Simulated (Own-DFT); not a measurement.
Simulation results for AlN (wurtzite, atoms displaced)

All values are calculated (Own-DFT development build). A calculation, not a measurement: plane-wave PBE density functional theory by an unreviewed code, no spin, of a simulated periodic cell, stress positive in tension, free energy of the whole cell less one offset for each atom, forces on such cells passed a denser k mesh, this cell's mesh not checked; offsets are fitted by least squares, one for each functional and potential file, so energies compare only between cells with the same atoms and settings and are not formation energies; the far tail of each file's local potential was reset to the Coulomb form; each entry is a single point on an unrelaxed cell, so the pressure reflects the starting lattice, mostly measured values (interpolated for alloys), from which strain is counted, and rises with the displacements; printed positions are rounded, which can move forces by about a meV/angstrom; the program, named Own-DFT, is a retired in-house code; no spin-orbit coupling.

Settings shared by all entries: functional PBE; potential files PseudoDojo norm-conserving, scalar-relativistic, standard set; wave cutoff 42 hartree; occupations Fermi-Dirac; smearing width 0.1 eV; hardware one NVIDIA H100; k mesh 2 x 2 x 2 centred on Gamma.

(1) 
```xyz
128
Lattice="12.4480 0.0000 0.0000 -6.2240 10.7803 0.0000 0.0000 0.0000 9.9640" Properties=species:S:1:pos:R:3:force_x:R:1:force_y:R:1:force_z:R:1 formula=AlN free_energy_of_cell_above_offsets=-62.379 pressure=3.75 stress_xx=-3.19 stress_yy=-3.78 stress_zz=-4.28 stress_yz=-0.15 stress_xz=0.03 stress_xy=-0.3 wall_time=370.4
Al     0.0067     1.8136     9.9481     -0.084       -0.6      0.234
Al     1.5679     0.9034     2.5312     -0.259      -0.29     -1.103
N     -0.0176     1.7794     1.8902      0.782      0.371     -0.013
N      1.5845     0.8561     4.3671     -0.276      0.909      0.787
Al     0.0193     1.8430     4.9488     -0.016     -1.406      0.469
Al     1.5473     0.8773     7.5024      0.282       0.16     -0.644
N      0.0124     1.7688     6.8818      0.012      0.647     -0.167
N      1.5537     0.8716     9.3630      0.282      0.625      0.439
Al    -1.5412     4.5205     9.9427     -0.414     -0.914       0.37
Al     0.0287     3.5631     2.4655     -0.676      0.418      0.097
N     -1.5717     4.4953     1.8982      0.504     -0.691      -0.05
N      0.0473     3.5905     4.3772     -0.665      0.329     -0.231
Al    -1.5349     4.4657     4.9393     -0.055      0.658      0.799
Al    -0.0160     3.5777     7.4991      0.344      0.222     -0.735
N     -1.5694     4.4792     6.9019      0.233      0.113     -0.343
N      0.0225     3.6041     9.3767     -0.429     -0.192      0.121
Al    -3.1145     7.1768     9.9534      0.079      0.019      0.433
Al    -1.5573     6.2465     2.4568      0.007      1.001      0.596
N     -3.1328     7.1911     1.9221      0.799     -0.283     -0.684
N     -1.5715     6.3122     4.3982      0.245      -0.84     -0.489
Al    -3.1223     7.1595     5.0125     -0.192      0.391     -0.698
Al    -1.5341     6.3046     7.4884     -0.047     -0.433      -0.59
N     -3.1010     7.1866     6.8802      0.072      0.074      0.576
N     -1.5106     6.2830     9.3777     -1.046      0.234     -0.104
Al    -4.6820     9.8798     0.0276      0.194     -0.271     -0.452
Al    -3.0725     8.9617     2.4974     -1.048      0.372     -0.382
N     -4.6934     9.8993     1.8864      0.915      -0.22      0.586
N     -3.1238     8.9820     4.3651      0.309     -0.212      0.702
Al    -4.6556     9.8843     5.0087     -0.454     -0.397     -0.979
Al    -3.1021     8.9721     7.4846     -0.349      0.365      0.067
N     -4.6957     9.8940     6.8429      0.925     -0.317      1.084
N     -3.0911     8.9621     9.3966     -0.109      0.548     -0.215
Al     3.1332     1.8164     9.9541     -0.598     -0.508      0.138
Al     4.6714     0.8666     2.4867     -0.205      0.251     -0.176
N      3.1103     1.8141     1.9028      0.273     -0.398      -0.22
N      4.6826     0.9193     4.3556      0.005     -0.837      0.688
Al     3.1318     1.7723     4.9805     -0.272      0.518     -0.085
Al     4.7165     0.9062     7.4808     -0.752     -0.017     -0.517
N      3.0952     1.8035     6.8736      0.643     -0.527      0.415
N      4.6744     0.8862     9.3680      0.134      0.406      0.208
Al     1.5428     4.4942     9.9461      0.454      0.492      0.575
Al     3.0890     3.5989     2.4877      0.468      0.117      0.341
N      1.5454     4.5034     1.9402      0.119     -0.254     -1.022
N      3.0923     3.5947     4.4039       0.54     -0.075     -0.156
Al     1.5592     4.4917     4.9929      0.283      0.248     -0.135
Al     3.1280     3.5757     7.4915     -0.283      0.434     -0.694
N      1.5570     4.4984     6.8673      0.041     -0.175      0.632
N      3.1045     3.6025     9.3745      0.218     -0.079        0.1
Al    -0.0294     7.2007     0.0016      1.118      0.123      0.166
Al     1.5594     6.2755     2.5270      0.177      0.603     -0.929
N      0.0217     7.1817     1.8953     -0.568     -0.077      0.302
N      1.5817     6.2947     4.3707     -0.302     -0.075      0.895
Al    -0.0095     7.1776     4.9419      0.271      0.314      0.295
Al     1.6005     6.3011     7.4609     -1.089     -0.187          0
N     -0.0131     7.1985     6.8467       0.64     -0.123      0.331
N      1.5549     6.2945     9.3642     -0.307     -0.081     -0.132
Al    -1.5075     9.9041     0.0242     -0.685     -0.785     -0.715
Al    -0.0378     8.9855     2.5065      1.699     -0.308     -0.284
N     -1.5259     9.8353     1.8790      -0.77      1.003      0.405
N     -0.0002     9.0092     4.3880     -0.048     -0.369      0.124
Al    -1.5640     9.8552     4.9954     -0.066      0.454     -0.393
Al     0.0209     8.9962     7.4500     -0.525     -0.579      0.361
N     -1.5575     9.8667     6.8758      0.095      0.569      0.224
N      0.0046     8.9837     9.3766      0.223      0.199     -0.394
Al     6.2243     1.7809     0.0094      0.182      0.056      0.039
Al     7.7728     0.9291     2.5259        0.8     -1.084     -0.499
N      6.2360     1.7685     1.9146     -0.484      0.111     -0.394
N      7.7993     0.8851     4.4140     -0.467      0.196     -0.189
Al     6.2373     1.7733     4.9713     -0.128      0.716       0.14
Al     7.7453     0.9059     7.5050      0.988     -0.186      -0.36
N      6.2662     1.8495     6.8873     -0.716     -0.774      -0.06
N      7.7822     0.9080     9.3928     -0.165     -0.159     -0.228
Al     4.6809     4.4887     9.9533     -0.436      0.559      0.268
Al     6.2225     3.5483     2.4406      -0.01      1.259      0.917
N      4.6497     4.5292     1.8950      0.228      -1.25      -0.06
N      6.2235     3.5953     4.4041     -0.101     -0.326     -0.547
Al     4.6680     4.5257     4.9834      0.012     -0.716     -0.123
Al     6.2362     3.6115     7.4982      0.034      0.251     -0.342
N      4.6932     4.4970     6.8854     -0.432      -0.07      0.159
N      6.2131     3.5814     9.3937      0.224     -0.104       0.05
Al     3.0812     7.1896     9.9534      0.646     -0.026      0.104
Al     4.6454     6.2566     2.5281      0.317      1.177     -1.039
N      3.1036     7.2021     1.8625      0.083     -0.852      0.657
N      4.6562     6.3135     4.3803      0.018     -0.371      0.596
Al     3.1253     7.1785     5.0221     -0.282      0.459     -0.725
Al     4.6635     6.2806     7.4820      0.496      0.291     -0.046
N      3.1248     7.1981     6.8817      0.118     -0.033       0.44
N      4.6813     6.2927     9.3652     -0.529     -0.129      0.036
Al     1.5818     9.8834     9.9565     -0.747      0.134      0.624
Al     3.1353     8.9504     2.4759     -0.419      0.817      0.307
N      1.5694     9.8957     1.8893     -0.376     -0.069      0.532
N      3.1297     8.9722     4.4188      -0.55     -0.093     -0.414
Al     1.5635     9.8821     4.9942      0.171     -0.378     -0.455
Al     3.1225     8.9903     7.4972     -0.258      0.167     -0.336
N      1.5312     9.8806     6.8669      0.653      0.378      0.567
N      3.0927     9.0035     9.3986      0.504     -0.415     -0.777
Al     9.3382     1.7807     0.0231      0.068      0.221     -0.012
Al    10.9042     0.9133     2.4940     -0.431     -0.712     -0.176
N      9.3480     1.7994     1.9076     -0.366      0.126      0.345
N     10.9006     0.9051     4.3662     -0.112      0.312      0.727
Al     9.3051     1.7966     4.9872      1.029     -0.004       0.02
Al    10.9105     0.9044     7.4529       -0.3     -0.487      0.237
N      9.3491     1.7770     6.8854     -0.505     -0.052     -0.004
N     10.8835     0.8962     9.3888       0.27      0.564     -0.664
Al     7.7816     4.4809     9.9598      0.295      0.055      0.351
Al     9.3304     3.5846     2.5272      0.184      0.092     -0.629
N      7.8126     4.5039     1.9180     -0.678     -0.536     -0.371
N      9.3378     3.6100     4.4075     -0.044     -0.488      0.067
Al     7.7728     4.4738     5.0063     -0.155      0.521     -0.416
Al     9.3198     3.5628     7.4590      0.234      0.348      0.444
N      7.7806     4.5007     6.8817      0.091      -0.05      0.592
N      9.3401     3.5612     9.4030      0.055      0.577     -0.614
Al     6.2215     7.1853     9.9464     -0.235      0.413      0.408
Al     7.7942     6.2943     2.4720     -0.589     -0.126      0.799
N      6.2299     7.1768     1.8951     -0.283          0      0.151
N      7.7626     6.2801     4.4289      0.078      0.043     -0.487
Al     6.2025     7.2112     4.9677      0.483     -0.296      0.334
Al     7.7949     6.3120     7.4786     -0.302     -0.389     -0.162
N      6.2343     7.1987     6.8945     -0.234     -0.413     -0.245
N      7.7636     6.2882     9.3880      0.517     -0.238     -0.327
Al     4.6547     9.9142     9.9259      0.359     -0.705      0.855
Al     6.2365     8.9820     2.4889     -0.539       0.02      0.119
N      4.6557     9.8891     1.8916      0.416      -0.05     -0.101
N      6.2056     8.9869     4.4168       0.33       0.28     -0.409
Al     4.6444     9.8816     4.9979      0.488      0.272     -0.593
Al     6.2442     8.9755     7.4511     -0.539       0.22      0.138
N      4.6593     9.8633     6.8580      0.126      0.389      0.854
N      6.2132     8.9954     9.3506      0.125     -0.109      0.097
```

Units: free_energy_of_cell_above_offsets in eV; pressure, stress_xx, stress_yy, stress_zz, stress_yz, stress_xz, stress_xy in GPa; wall_time in s; force_x, force_y, force_z in eV/Å.

(2) 
```xyz
128
Lattice="12.4480 0.0000 0.0000 -6.2240 10.7803 0.0000 0.0000 0.0000 9.9640" Properties=species:S:1:pos:R:3:force_x:R:1:force_y:R:1:force_z:R:1 formula=AlN free_energy_of_cell_above_offsets=-62.460 pressure=3.74 stress_xx=-3.34 stress_yy=-4.04 stress_zz=-3.82 stress_yz=0.3 stress_xz=-0.07 stress_xy=-0.5 wall_time=390.1
Al    -0.0070     1.7696     9.9570     -0.019      0.561      0.132
Al     1.5560     0.9108     2.4704     -0.071     -0.092      0.163
N      0.0003     1.7883     1.9011     -0.292      0.221     -0.009
N      1.5246     0.8644     4.3537      0.507      0.795      0.794
Al    -0.0425     1.7943     4.9538      0.679     -0.045      0.268
Al     1.5525     0.9022     7.4917     -0.071     -0.183     -0.267
N      0.0024     1.7915     6.8716      0.032      0.095      0.022
N      1.5455     0.8667     9.3838      0.558      0.585     -0.194
Al    -1.5491     4.4628     0.0156      0.178      0.553      0.029
Al    -0.0223     3.5872     2.4989      0.782      0.149       -0.2
N     -1.5162     4.5171     1.9089     -0.947      -0.37      0.013
N     -0.0021     3.5971     4.3963     -0.205       0.11      0.282
Al    -1.5788     4.5140     5.0183      0.441     -0.433     -0.994
Al     0.0044     3.6014     7.4405     -0.436     -0.202      0.725
N     -1.5700     4.5281     6.8569      0.301     -0.714      0.755
N     -0.0122     3.6045     9.3907      0.722     -0.376     -0.557
Al    -3.1102     7.1725     9.9635     -0.093     -0.308     -0.214
Al    -1.5713     6.3088     2.4808      0.239     -0.616      0.322
N     -3.1118     7.1488     1.8811     -0.261      0.897      0.521
N     -1.5648     6.2646     4.3917      0.433      0.734      -0.08
Al    -3.0875     7.1891     4.9720     -0.475     -0.293      0.406
Al    -1.5555     6.2785     7.4683     -0.115      0.492      0.504
N     -3.1071     7.1693     6.8804     -0.107       0.28     -0.043
N     -1.5743     6.2654     9.3974      0.449      0.118     -0.477
Al    -4.6312     9.8853     0.0249     -0.368     -0.435          0
Al    -3.0816     8.9713     2.5248     -0.761      0.092      -0.37
N     -4.6956     9.9021     1.9253      1.104     -0.591     -0.367
N     -3.1160     8.9812     4.4311     -0.086      0.045     -0.418
Al    -4.6893     9.8855     4.9801      0.311     -0.014      0.218
Al    -3.1278     9.0030     7.4860      0.475     -0.826     -0.307
N     -4.6628     9.8720     6.9140          0      0.535     -0.556
N     -3.0921     8.9341     9.3639     -0.321      0.889      0.319
Al     3.1299     1.8014     9.9211     -0.315     -0.385      0.915
Al     4.6604     0.9051     2.5169     -0.117     -0.269      -0.84
N      3.0972     1.7924     1.8994      0.502      0.249     -0.238
N      4.7027     0.8836     4.3762     -0.748      0.366      0.642
Al     3.1142     1.7773     5.0065     -0.314      0.033      -0.99
Al     4.6824     0.9181     7.4893      0.195     -0.551     -0.396
N      3.1200     1.7895     6.8685     -0.169      0.031      0.694
N      4.6943     0.8750     9.3690     -0.538      0.407     -0.018
Al     1.5911     4.5321     0.0101     -0.889     -0.792      0.352
Al     3.1229     3.6127     2.4937     -0.468      -0.52      0.036
N      1.5694     4.5104     1.9170     -0.309     -0.287       0.06
N      3.1281     3.5860     4.4077     -0.329     -0.122      0.018
Al     1.5493     4.4932     4.9823       0.28      0.112     -0.318
Al     3.0893     3.5961     7.4736      0.497     -0.011      0.148
N      1.5540     4.5125     6.8998     -0.061     -0.752     -0.518
N      3.0992     3.5809     9.3971      0.514      0.402     -0.648
Al    -0.0081     7.2036     0.0063     -0.259     -0.537      0.064
Al     1.5375     6.2978     2.4969      0.149     -0.166     -0.186
N     -0.0374     7.1705     1.9085      0.687      0.462     -0.033
N      1.5938     6.3084     4.3834     -0.804     -0.303      0.334
Al     0.0187     7.2038     4.9948     -0.235     -0.417     -0.504
Al     1.5329     6.2485     7.4654      0.636      1.291      0.697
N      0.0151     7.1755     6.8799     -0.324     -0.139      0.067
N      1.5439     6.2945     9.4133      0.266        0.3     -0.773
Al    -1.5600     9.8744     9.9420      0.108     -0.297      0.646
Al     0.0148     8.9619     2.5003     -0.511      0.252     -0.248
N     -1.5625     9.8669     1.9220      0.214      0.228     -0.375
N     -0.0069     8.9812     4.3816      0.016      0.331      0.456
Al    -1.6001     9.9052     5.0047      0.953      -0.52     -0.266
Al    -0.0177     8.9590     7.4419      0.901      0.566      0.559
N     -1.5428     9.8662     6.8864     -0.599      0.521      0.158
N     -0.0041     8.9732     9.3882     -0.085      0.173     -0.489
Al     6.2236     1.8015     9.9488      0.162      0.021      0.234
Al     7.7608     0.8983     2.5210      0.443      0.091     -0.346
N      6.2252     1.7661     1.8872     -0.191      0.551      0.291
N      7.7896     0.9137     4.4350     -0.695     -0.061     -0.921
Al     6.2103     1.8136     4.9715      0.285     -0.315      0.599
Al     7.7785     0.9040     7.4888       0.27      0.034      -0.11
N      6.2429     1.7824     6.8943     -0.544      0.442     -0.238
N      7.7592     0.8945     9.3665      0.423      0.451      0.317
Al     4.6847     4.5204     0.0110     -0.108     -0.646     -0.154
Al     6.2462     3.5942     2.4709     -0.659     -0.197      0.357
N      4.6420     4.4892     1.8970      0.805      0.214      0.252
N      6.2553     3.5814     4.4150     -0.645      0.397     -0.518
Al     4.6572     4.5010     4.9830      0.417      0.227     -0.085
Al     6.2313     3.5887     7.4799     -0.765     -0.398      0.126
N      4.6608     4.4950     6.8908      -0.07     -0.557     -0.137
N      6.2471     3.6044     9.3773      -0.41     -0.222      0.184
Al     3.1175     7.1965     0.0190       0.09      0.027       -0.6
Al     4.6565     6.3065     2.4988      0.164     -0.302      0.045
N      3.1093     7.1792     1.8937     -0.241      0.188      0.229
N      4.6612     6.3301     4.3915      0.135     -0.554      0.307
Al     3.0938     7.2215     4.9986      0.565     -0.792     -0.038
Al     4.6600     6.2588     7.4660     -0.002      0.618     -0.017
N      3.1057     7.1960     6.8748     -0.124     -0.611      0.394
N      4.6807     6.2617     9.3485     -0.203      0.863      0.418
Al     1.5173     9.9110     0.0136       0.72     -0.528     -0.591
Al     3.0863     8.9700     2.4865      0.544      0.191     -0.053
N      1.5459     9.8850     1.8876     -0.012     -0.013      0.698
N      3.1282     8.9541     4.4101     -0.689      1.045     -0.632
Al     1.5593     9.9157     4.9543     -0.084      -0.72       0.86
Al     3.1552     8.9674     7.4522       -1.2      0.381      0.618
N      1.5578     9.9316     6.8941       0.08     -1.201     -0.398
N      3.1257     9.0001     9.3858       -0.6     -0.291      -0.19
Al     9.3368     1.8132     0.0152     -0.086     -0.684     -0.284
Al    10.8946     0.9030     2.5275     -0.313      -0.04     -0.707
N      9.3196     1.8068     1.8943      0.152      0.067      0.501
N     10.8731     0.9058     4.3960     -0.634      0.015      0.307
Al     9.2621     1.8211     5.0286      1.505     -0.048     -0.591
Al    10.9071     0.8647     7.4772     -0.394      0.452     -0.257
N      9.3370     1.8104     6.8735      0.204     -0.235      0.753
N     10.8888     0.8909     9.3603     -0.161      0.145      0.211
Al     7.8058     4.4809     9.9495      -0.15      0.473      0.319
Al     9.3418     3.6239     2.5005      0.111     -0.284     -0.053
N      7.7612     4.5054     1.9307      0.697      -0.05     -0.695
N      9.3533     3.5943     4.4040     -0.409       0.12      0.052
Al     7.7876     4.4832     5.0017       0.04      0.092     -0.014
Al     9.3578     3.5906     7.4770      -0.29     -0.049     -0.044
N      7.7399     4.4412     6.9282      1.246      0.721     -0.737
N      9.3651     3.5793     9.3671     -0.347      0.233      0.142
Al     6.2407     7.2182     9.9538     -0.304     -0.378     -0.051
Al     7.7890     6.3025     2.5118     -0.474     -0.266      -0.37
N      6.2177     7.1565     1.8927      0.207      0.633     -0.015
N      7.7711     6.2745     4.3833       0.47      0.136      0.586
Al     6.2468     7.1700     5.0264     -0.398      0.475     -0.786
Al     7.7862     6.2540     7.4656      0.066      0.263      0.113
N      6.2340     7.1557     6.8930     -0.064      0.414      0.293
N      7.7773     6.2983     9.3529      0.135     -0.278      0.338
Al     4.6570     9.8794     9.9614     -0.049      0.374      0.401
Al     6.2378     8.9860     2.4767     -0.513     -0.288      0.218
N      4.6580     9.8870     1.9115     -0.066     -0.113       0.16
N      6.2611     8.9926     4.3893     -0.863     -0.536      0.129
Al     4.6511     9.8826     4.9445      0.683     -0.103      0.467
Al     6.2531     8.9890     7.4764     -0.632     -0.407      0.223
N      4.6624     9.8606     6.8882      0.756      0.213     -0.556
N      6.2147     9.0353     9.4006      0.581      -0.71     -0.383
```

Units: free_energy_of_cell_above_offsets in eV; pressure, stress_xx, stress_yy, stress_zz, stress_yz, stress_xz, stress_xy in GPa; wall_time in s; force_x, force_y, force_z in eV/Å.
